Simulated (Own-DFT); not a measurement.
# Computed records: GaAs (zincblende with one plane slipped along a stacking-fault path, atoms displaced), SiC (2H silicon carbide, atoms displaced)

All values are calculated (Own-DFT development build). A calculation, not a measurement: plane-wave PBE density functional theory by an unreviewed code, no spin, of a simulated periodic cell, stress positive in tension, free energy of the whole cell less one offset for each atom, forces on such cells passed a denser k mesh, this cell's mesh not checked; offsets are fitted by least squares, one for each functional and potential file, so energies compare only between cells with the same atoms and settings and are not formation energies; the far tail of each file's local potential was reset to the Coulomb form; each entry is a single point on an unrelaxed cell, so the pressure reflects the starting lattice, mostly measured values (interpolated for alloys), from which strain is counted, and rises with the displacements; printed positions are rounded, which can move forces by about a meV/angstrom; the program, named Own-DFT, is a retired in-house code; no spin-orbit coupling; before rounding, a Quantum ESPRESSO 7.3.1 run of the same cell and cutoff gave forces within 1 meV/angstrom rms on each cell, which checks the program and not the settings.

Settings shared by all entries: functional PBE; potential files PseudoDojo norm-conserving, scalar-relativistic, standard set; wave cutoff 42 hartree; occupations Fermi-Dirac; smearing width 0.1 eV.

(1) GaAs (zincblende with one plane slipped along a stacking-fault path, atoms displaced)

```xyz
48
Lattice="5.6533 -5.6533 0.0000 0.0000 5.6533 -5.6533 11.9190 11.9190 10.0817" Properties=species:S:1:pos:R:3 GaAs
Ga    11.9364    11.9430     9.9741
As     7.0614     1.4066    -4.2937
Ga     2.8548     2.8061     0.0178
As     4.2759     4.2894     1.3612
Ga     5.6495     2.8191     2.8639
As     7.0701     4.2887     4.2733
Ga     6.2694     6.2446     4.4023
As     7.6811     7.6846     5.8376
Ga     9.1056     9.0607     4.4598
As    10.4812    10.4798     5.8479
Ga    11.9281     9.0764     7.2585
As    13.3425    10.5175     8.7044
Ga    17.5456     9.0864     7.2604
As     7.0441    -1.4396    -1.4224
Ga     2.8235     5.6448    -2.8830
As     4.1947     7.0607    -1.3850
Ga     5.6466     5.6557    -0.0281
As     7.0221     7.0917     1.4160
Ga     6.2444     9.1233     1.6581
As     7.7001    10.5117     3.0078
Ga     9.1542    11.9217     1.6146
As    10.5082    13.3482     3.0397
Ga    11.9289    11.8684     4.4169
As    13.3240    13.3577     5.8449
Ga     2.8089     2.8190    -5.6154
As     4.2350     4.2199    -4.2213
Ga     5.6681    -0.0142    -0.0575
As     7.0791     1.4391     1.4748
Ga     8.4731    -0.0368     2.8427
As     9.9138     1.3691     4.2389
Ga     9.0897     3.4367     4.3896
As    10.5104     4.8616     5.8980
Ga    11.9024     6.2757     4.4101
As    13.2970     7.6362     5.8453
Ga    14.7520     6.2609     7.2800
As    16.1887     7.6659     8.6589
Ga     2.9002     0.0620    -2.8802
As     4.2037     1.4380    -1.4717
Ga     5.6594     2.8384    -2.7805
As     7.0476     4.2634    -1.3957
Ga     8.5090     2.8369     0.0112
As     9.8668     4.2676     1.4176
Ga     9.0543     6.2779     1.6379
As    10.4615     7.6380     3.0004
Ga    11.9160     9.1179     1.6366
As    13.3894    10.5084     3.0506
Ga    14.7148     9.0822     4.4686
As    16.1959    10.4676     5.8327
```

```
k mesh                            : 4 x 4 x 2 centred on Gamma
free energy of cell above offsets : -13.893 eV
pressure                          : 5.28 GPa
stress xx                         : -6.45 GPa
stress yy                         : -6.62 GPa
stress zz                         : -2.77 GPa
stress yz                         : -0.45 GPa
stress xz                         : -0.17 GPa
stress xy                         : 1.64 GPa
```

Force:
```
element  x (eV/Å)  y (eV/Å)  z (eV/Å)
     Ga    -0.096    -0.392     0.945
     As    -0.207     0.137     0.468
     Ga    -0.131     0.391    -0.147
     As    -0.346    -0.713     0.645
     Ga    -0.142     0.376     -0.02
     As    -1.414    -3.323    -0.017
     Ga     1.867     3.022     0.146
     As    -0.144    -0.188      0.32
     Ga    -0.216     0.149    -0.349
     As     0.329     0.154     0.076
     Ga     0.027     0.237     0.165
     As     0.564    -0.134     -0.96
     Ga     0.306     0.019    -0.003
     As      0.51     0.037    -0.112
     Ga    -0.287     0.023     0.372
     As     0.126    -0.061    -0.499
     Ga     0.161     0.517     0.076
     As    -1.636    -1.986    -0.191
     Ga     1.754     1.824     0.003
     As     0.118     0.069     0.306
     Ga    -0.553     0.342     0.016
     As     0.068    -0.122     0.137
     Ga    -0.126     0.384     0.269
     As     -0.24    -0.505    -0.037
     Ga     0.244     0.039    -0.281
     As     0.417     0.159    -0.335
     Ga    -0.239     0.383     0.537
     As    -0.175    -0.348    -0.611
     Ga     0.197     0.211    -0.253
     As    -2.644    -1.067     0.205
     Ga     2.159     1.423     0.041
     As     0.115     -0.25    -0.762
     Ga    -0.026    -0.394     0.003
     As     0.245     0.178     0.133
     Ga     0.062     0.069    -0.274
     As    -0.781     0.414     -0.02
     Ga    -0.676    -0.821    -0.066
     As     0.616     -0.09     0.757
     Ga     0.187    -0.085    -0.515
     As     0.337    -0.425     0.028
     Ga    -0.493     0.058     0.202
     As    -1.548    -2.005     0.019
     Ga     1.307     1.812    -0.236
     As     0.468     0.569     0.233
     Ga     0.237    -0.285    -0.012
     As    -0.425    -0.202    -0.215
     Ga     0.275    -0.211     0.138
     As    -0.154     0.611    -0.324
```

(2) GaAs (zincblende with one plane slipped along a stacking-fault path, atoms displaced)

```xyz
48
Lattice="5.6533 -5.6533 0.0000 0.0000 5.6533 -5.6533 12.1546 12.1546 9.6106" Properties=species:S:1:pos:R:3 GaAs
Ga     0.0240     0.0227    -0.0089
As     7.0893     1.4078    -4.2986
Ga     2.7849     2.8330     0.0076
As     4.2427     4.2740     1.4487
Ga     5.6398     2.7612     2.8344
As     7.0677     4.2396     4.2049
Ga     6.4817     6.4208     3.9635
As     7.8815     7.8788     5.3357
Ga     9.3190     9.3678     3.9990
As    10.7308    10.7745     5.3492
Ga    12.1180     9.3108     6.7772
As    13.5866    10.7498     8.2251
Ga     5.6629    -2.7889    -2.8213
As     7.0890    -1.4424    -1.3961
Ga     2.8233     5.6232    -2.8570
As     4.1860     7.0119    -1.4119
Ga     5.6602     5.6444    -0.0461
As     7.0513     7.0188     1.4035
Ga     6.4732     9.3297     1.1649
As     7.9053    10.7775     2.5218
Ga     9.3647    12.1455     1.1347
As    10.7559    13.5660     2.5615
Ga    12.1112    12.1603     3.9552
As    13.5900    13.5440     5.4287
Ga     2.8432    -2.8260    -0.0025
As     4.2225     4.2375    -4.2327
Ga     5.7017     0.0738    -0.0532
As     7.0854     1.4485     1.4073
Ga     8.5080     0.0013     2.8228
As     9.8944     1.3744     4.2115
Ga     9.3139     3.6486     3.9681
As    10.7771     5.0787     5.3900
Ga    12.1629     6.4515     3.9701
As    13.5939     7.9167     5.3609
Ga    15.0201     6.4667     6.7447
As    16.3391     7.9103     8.2029
Ga     2.8282     0.0192    -2.8349
As     4.2756     1.3672    -1.3869
Ga     5.6384     2.8390    -2.8295
As     7.0498     4.2026    -1.4446
Ga     8.4248     2.8286    -0.0154
As     9.9177     4.2264     1.4238
Ga     9.3951     6.5111     1.1164
As    10.7441     7.8910     2.5285
Ga    12.1538     9.2831     1.1448
As    13.5608    10.7314     2.5733
Ga    15.0359     9.3756     3.9538
As    16.3843    10.7059     5.3732
```

```
k mesh                            : 4 x 4 x 2 centred on Gamma
free energy of cell above offsets : -18.256 eV
pressure                          : 3.89 GPa
stress xx                         : -4.57 GPa
stress yy                         : -4.53 GPa
stress zz                         : -2.58 GPa
stress yz                         : -0.23 GPa
stress xz                         : -0.38 GPa
stress xy                         : 0.32 GPa
```

Force:
```
element  x (eV/Å)  y (eV/Å)  z (eV/Å)
     Ga    -0.502    -0.244    -0.064
     As    -0.381     0.032     0.861
     Ga     0.978     0.015     0.084
     As     0.128    -0.644     -0.55
     Ga    -0.268      0.36     0.082
     As    -0.791    -1.717     1.317
     Ga     0.743     1.532    -1.305
     As     0.417     0.112     0.257
     Ga    -0.215    -0.413    -0.596
     As     0.324    -0.576     0.181
     Ga     0.562     0.227    -0.008
     As    -0.267    -0.177    -0.432
     Ga    -0.189    -0.543     0.202
     As    -0.255     0.507    -0.297
     Ga    -0.263     0.065     0.046
     As     0.121     0.338    -0.036
     Ga    -0.116    -0.153     0.214
     As    -0.229    -0.363     0.982
     Ga      1.45      0.16    -1.175
     As     0.302    -0.411     0.112
     Ga    -0.233     0.241      -0.2
     As    -0.301     0.156    -0.221
     Ga     0.773     0.117     0.147
     As    -0.468     0.417    -0.677
     Ga    -0.337    -0.112       0.3
     As     0.605     0.203    -0.479
     Ga     0.091    -0.909     0.783
     As    -0.113    -0.503      0.22
     Ga    -0.572     -0.09    -0.034
     As    -0.717    -0.364     1.369
     Ga     1.082     0.869    -0.922
     As    -0.281    -0.283    -0.046
     Ga     0.059     0.608    -0.041
     As    -0.124     0.029    -0.089
     Ga    -0.736     0.337     0.526
     As     0.666    -0.034    -0.234
     Ga     0.284    -0.525     0.361
     As     -0.61     0.843    -0.506
     Ga    -0.034    -0.504    -0.279
     As     0.156     0.477    -0.064
     Ga     0.667     0.182     0.015
     As    -1.585     -0.65     0.888
     Ga    -0.076     0.508    -1.104
     As     0.007     0.354      0.74
     Ga      0.27     0.137     0.029
     As     0.074     0.103    -0.398
     Ga    -0.583    -0.525    -0.079
     As     0.489     0.815      0.12
```

(3) SiC (2H silicon carbide, atoms displaced)

```xyz
32
Lattice="6.1654 0.0000 0.0000 -3.0827 5.3394 0.0000 0.0000 0.0000 10.0681" Properties=species:S:1:pos:R:3 SiC
Si     3.0162     5.3115     0.0244
Si     0.0606     1.8218     2.4966
C      3.0599     5.3351     1.9068
C      0.1007     1.6810     4.4285
Si     3.0893     5.2226     5.1055
Si     0.0432     1.7252     7.6138
C     -3.0495     5.3000     6.9003
C      0.0063     1.7550     9.5990
Si    -1.5282     2.7151     0.0250
Si    -1.5880     4.4659     2.5262
C     -1.4932     2.6813     1.9316
C     -1.5272     4.4980     4.3794
Si     4.5988     2.4649     5.0184
Si    -1.5475     4.4970     7.5136
C     -1.4950     2.7278     6.8778
C     -1.5974     4.4018     9.4594
Si     3.0761     0.0485     0.0889
Si     3.1484     1.7196     2.5961
C      0.0027     5.2960     1.9495
C      3.0447     1.8712     4.2041
Si     3.1288     0.0083     5.0624
Si     3.1110     1.8170     7.5180
C      0.0826     5.2968     6.9304
C      3.1735     1.6982     9.3683
Si     1.5688     2.6578     0.0542
Si     1.4828     4.5021     2.5536
C      1.5850     2.5989     1.8908
C      1.5388     4.5222     4.4624
Si     1.5506     2.6424     5.0180
Si     1.5558     4.5251     7.4530
C      1.5792     2.6749     6.9667
C      1.4749     4.4999     9.4724
```

```
k mesh                            : 5 x 5 x 3 centred on Gamma
free energy of cell above offsets : -1.782 eV
pressure                          : 5.67 GPa
stress xx                         : -5.51 GPa
stress yy                         : -1.52 GPa
stress zz                         : -9.98 GPa
stress yz                         : -0.08 GPa
stress xz                         : -0.61 GPa
stress xy                         : 1.28 GPa
```

Force:
```
element  x (eV/Å)  y (eV/Å)  z (eV/Å)
     Si     0.559    -0.144     0.354
     Si    -0.645    -1.594     0.693
      C    -0.405     0.223     0.084
      C    -1.855     0.385    -0.235
     Si     1.578     1.777    -2.475
     Si    -0.503     1.485     0.062
      C    -0.269     1.294       1.2
      C     0.352     0.362    -2.511
     Si    -0.214     -1.73     0.231
     Si      0.19    -0.389     0.363
      C    -0.764      -0.1    -0.324
      C     0.437    -1.848     1.353
     Si      1.98     3.435    -0.783
     Si     1.401     -1.46     1.279
      C    -0.306     -1.72     0.721
      C     0.639     2.023    -0.568
     Si    -0.512    -1.407     -1.48
     Si    -0.295     0.819    -7.439
      C    -1.004      1.07    -0.528
      C     0.401    -1.322     9.162
     Si    -2.152     0.085    -0.977
     Si     0.903    -0.587     0.512
      C    -2.625     2.542    -1.008
      C    -1.279     2.058     1.757
     Si     0.452      0.28     -1.45
     Si     2.345    -1.903    -0.086
      C     0.886      1.57     0.919
      C    -0.045    -1.891    -0.743
     Si    -0.451     0.827     0.451
     Si     0.909    -2.612     3.338
      C    -0.341    -0.132    -0.991
      C     0.633    -1.393    -0.883
```

(4) SiC (2H silicon carbide, atoms displaced)

```xyz
32
Lattice="6.1654 0.0000 0.0000 -3.0827 5.3394 0.0000 0.0000 0.0000 10.0681" Properties=species:S:1:pos:R:3 SiC
Si     3.0040     5.2987    10.0355
Si     0.0467     1.7951     2.5062
C     -3.0345     5.3212     1.9273
C      0.0684     1.7867     4.4642
Si     6.1485     0.0030     5.0541
Si    -0.0770     1.8099     7.5502
C     -2.9826     5.3239     6.8903
C     -0.0560     1.7591     9.3891
Si     4.5935     2.6349     9.9295
Si    -1.6784     4.4540     2.6512
C      4.6344     2.6256     1.9196
C     -1.5285     4.5574     4.3801
Si     4.5540     2.6939     4.9695
Si    -1.4951     4.4178     7.5637
C     -1.4471     2.7233     6.9726
C     -1.5838     4.4056     9.4263
Si     0.0047     5.2597     0.0205
Si     3.1591     1.7822     2.5482
C      3.1388     0.0271     1.8830
C      3.1039     1.7682     4.4245
Si     0.0234     5.2089     4.9987
Si     3.1372     1.7494     7.4942
C     -0.0600     5.2606     6.9808
C      3.0500     1.7604     9.4564
Si     1.6137     2.6518     0.0199
Si     1.6557     4.4773     2.5046
C      1.6430     2.7926     1.8795
C      1.5580     4.5519     4.4987
Si     1.4871     2.5853     5.0038
Si     1.5512     4.4798     7.5095
C      1.6095     2.6246     6.8669
C      1.4628     4.4927     9.3237
```

```
k mesh                            : 5 x 5 x 3 centred on Gamma
free energy of cell above offsets : -1.627 eV
pressure                          : 6.26 GPa
stress xx                         : -8.86 GPa
stress yy                         : -3.09 GPa
stress zz                         : -6.85 GPa
stress yz                         : -1.05 GPa
stress xz                         : -1.17 GPa
stress xy                         : 0.23 GPa
```

Force:
```
element  x (eV/Å)  y (eV/Å)  z (eV/Å)
     Si     1.084     0.476    -0.145
     Si     0.127      0.74     0.151
      C    -0.669     1.885    -1.604
      C    -3.574    -0.689     -2.23
     Si     1.103     0.958     0.742
     Si     4.319    -1.755    -0.584
      C    -1.903     0.552     0.993
      C     1.396    -0.207     1.511
     Si      0.01     0.232     2.796
     Si     4.332     -1.22    -4.206
      C     0.833     1.414    -0.586
      C    -1.312    -2.261     2.141
     Si     2.135     0.253     1.397
     Si    -1.762     0.921     0.825
      C      -2.9    -1.125    -2.494
      C     0.008     0.729     0.539
     Si    -1.403     1.344    -0.047
     Si    -0.903    -0.654    -0.886
      C    -0.777    -1.008     0.959
      C     -0.98    -0.714    -0.151
     Si     -0.83     3.431     1.938
     Si    -1.158      0.17     0.815
      C     2.637     1.594    -2.219
      C     0.584    -1.052    -1.243
     Si    -2.088     0.836    -1.245
     Si    -2.977     1.051     1.285
      C    -0.701     -2.67     0.518
      C     0.865    -3.397    -2.601
     Si     3.375     2.541     1.556
     Si     0.743    -1.497    -1.245
      C    -1.111     0.785     1.072
      C     1.499    -1.662     2.248
```

(5) SiC (2H silicon carbide, atoms displaced)

```xyz
32
Lattice="6.1654 0.0000 0.0000 -3.0827 5.3394 0.0000 0.0000 0.0000 10.0681" Properties=species:S:1:pos:R:3 SiC
Si     0.0723     0.0224     0.0552
Si    -0.0344     1.8157     2.5263
C      0.0045     0.0032     1.8279
C     -0.1084     1.7472     4.3713
Si     6.0908     0.0636     4.9732
Si     0.0770     1.7592     7.5692
C      0.0472     0.0753     7.0084
C     -0.0528     1.8427     9.3803
Si    -1.4697     2.6607     0.0448
Si    -1.4882     4.4929     2.5046
C      4.6066     2.6324     1.8177
C     -1.5071     4.5074     4.4223
Si    -1.4924     2.6541     5.0078
Si    -1.5684     4.3960     7.6002
C     -1.5081     2.7143     6.9695
C     -1.4496     4.4157     9.5380
Si    -0.0524     5.2790     0.0325
Si     3.1147     1.6856     2.4624
C      3.0930     0.0097     1.8286
C      3.0687     1.8842     4.3327
Si     0.0134     5.3059     4.9687
Si     3.1590     1.7549     7.5269
C      3.0759     0.0092     6.9975
C      3.0655     1.7035     9.4936
Si     1.4299     2.6481     9.9936
Si     1.5772     4.4743     2.5606
C      1.5838     2.7759     1.8302
C      1.5203     4.4364     4.4707
Si     1.4085     2.6771     5.0221
Si     1.4677     4.3729     7.5533
C      1.5891     2.6874     7.1045
C      1.5454     4.4937     9.4018
```

```
k mesh                            : 5 x 5 x 3 centred on Gamma
free energy of cell above offsets : -1.572 eV
pressure                          : 6.05 GPa
stress xx                         : -3.68 GPa
stress yy                         : -7.02 GPa
stress zz                         : -7.45 GPa
stress yz                         : -2.07 GPa
stress xz                         : 0.21 GPa
stress xy                         : -0.37 GPa
```

Force:
```
element  x (eV/Å)  y (eV/Å)  z (eV/Å)
     Si    -1.604    -0.579    -3.024
     Si     1.217     0.109    -2.148
      C      0.54     0.833     3.314
      C     1.774     0.889    -0.151
     Si     2.085    -2.224     2.855
     Si    -1.468     1.139     0.088
      C    -1.236    -2.506    -2.113
      C     0.798    -2.236     1.384
     Si    -2.921    -0.633    -1.672
     Si    -1.145    -1.207    -0.133
      C     0.737     0.806      2.87
      C    -1.369    -0.952    -1.045
     Si    -3.104     2.002     1.208
     Si     0.756     2.229     0.253
      C     0.566    -1.721    -1.646
      C     -3.17    -0.477    -1.665
     Si     3.459     1.801    -1.584
     Si    -1.113     3.324    -0.221
      C     0.464    -1.339     2.213
      C    -0.314    -1.685     1.247
     Si     -0.77     2.755     2.391
     Si    -0.485     0.061     2.058
      C    -0.288    -1.082    -2.316
      C     0.064     1.448    -0.749
     Si       3.3     1.579     0.709
     Si    -0.315    -0.402    -1.536
      C    -1.044    -2.275     1.251
      C     0.216     0.125    -1.465
     Si     2.626     -0.93     1.077
     Si     1.629     3.797     1.083
      C    -0.151    -1.859    -3.938
      C     0.269    -0.789     1.406
```

(6) SiC (2H silicon carbide, atoms displaced)

```xyz
32
Lattice="6.1654 0.0000 0.0000 -3.0827 5.3394 0.0000 0.0000 0.0000 10.0681" Properties=species:S:1:pos:R:3 SiC
Si     3.1151     5.2734    10.0563
Si     0.0391     1.7570     2.4831
C     -3.0589     5.3310     1.9086
C     -0.0043     1.7432     4.3519
Si    -3.0667     5.3388     5.0270
Si     0.0482     1.7405     7.5705
C      3.0516     5.3210     6.9012
C     -0.1372     1.9231     9.4859
Si    -1.5324     2.6812     0.0200
Si    -1.5364     4.4840     2.5517
C     -1.5056     2.6828     1.9251
C     -1.5831     4.4462     4.3998
Si     4.5843     2.7085     5.0518
Si    -1.6810     4.3689     7.5563
C     -1.4845     2.6606     6.8776
C     -1.6178     4.3422     9.5168
Si    -0.0714     5.2944    10.0295
Si     3.0027     1.6908     2.5276
C     -0.0061     5.2715     1.9551
C      3.0250     1.8313     4.4394
Si     0.1112     5.3014     5.0712
Si     3.0058     1.7539     7.5032
C      2.9939     0.0296     6.8256
C      3.1053     1.7676     9.5712
Si     1.6222     2.7242    10.0554
Si     1.6179     4.5099     2.6195
C      1.5330     2.8200     1.8948
C      1.5203     4.4580     4.4606
Si     1.5054     2.6498     5.0950
Si     1.5693     4.4928     7.4623
C      1.5609     2.6077     6.9341
C      1.5326     4.3548     9.3923
```

```
k mesh                            : 5 x 5 x 3 centred on Gamma
free energy of cell above offsets : -1.845 eV
pressure                          : 5.86 GPa
stress xx                         : -5.34 GPa
stress yy                         : -5.56 GPa
stress zz                         : -6.69 GPa
stress yz                         : -0.03 GPa
stress xz                         : 1.77 GPa
stress xy                         : 2.53 GPa
```

Force:
```
element  x (eV/Å)  y (eV/Å)  z (eV/Å)
     Si    -2.694     2.066     0.803
     Si    -0.471     1.813    -0.169
      C     0.268     0.459    -0.641
      C    -0.363     0.787     1.556
     Si     0.031     0.374    -0.439
     Si    -1.596     1.123     0.703
      C     0.723     0.674     0.202
      C     5.548    -4.178    -1.973
     Si    -2.314    -0.952     3.015
     Si    -0.071    -2.083    -0.111
      C    -1.099    -0.712    -0.066
      C     1.356     0.408     0.846
     Si     0.482     -0.96    -1.885
     Si     2.553     0.469    -0.049
      C    -1.213    -0.788     1.378
      C     0.996      2.79    -2.683
     Si     1.633    -0.311     1.374
     Si     1.355     2.719    -0.051
      C     0.538     0.917    -1.198
      C     0.926    -1.452    -0.187
     Si    -4.058     2.108    -1.998
     Si     2.892    -0.301     1.378
      C     0.629    -1.455     3.595
      C    -0.838    -0.935    -2.769
     Si     -2.32    -1.637     1.461
     Si    -1.483    -0.664    -1.405
      C     0.593    -2.639     0.046
      C     1.902    -1.008     0.181
     Si    -0.134    -0.517    -1.731
     Si    -2.589    -1.368     1.575
      C    -1.284     1.917     0.003
      C     0.103     3.337    -0.761
```
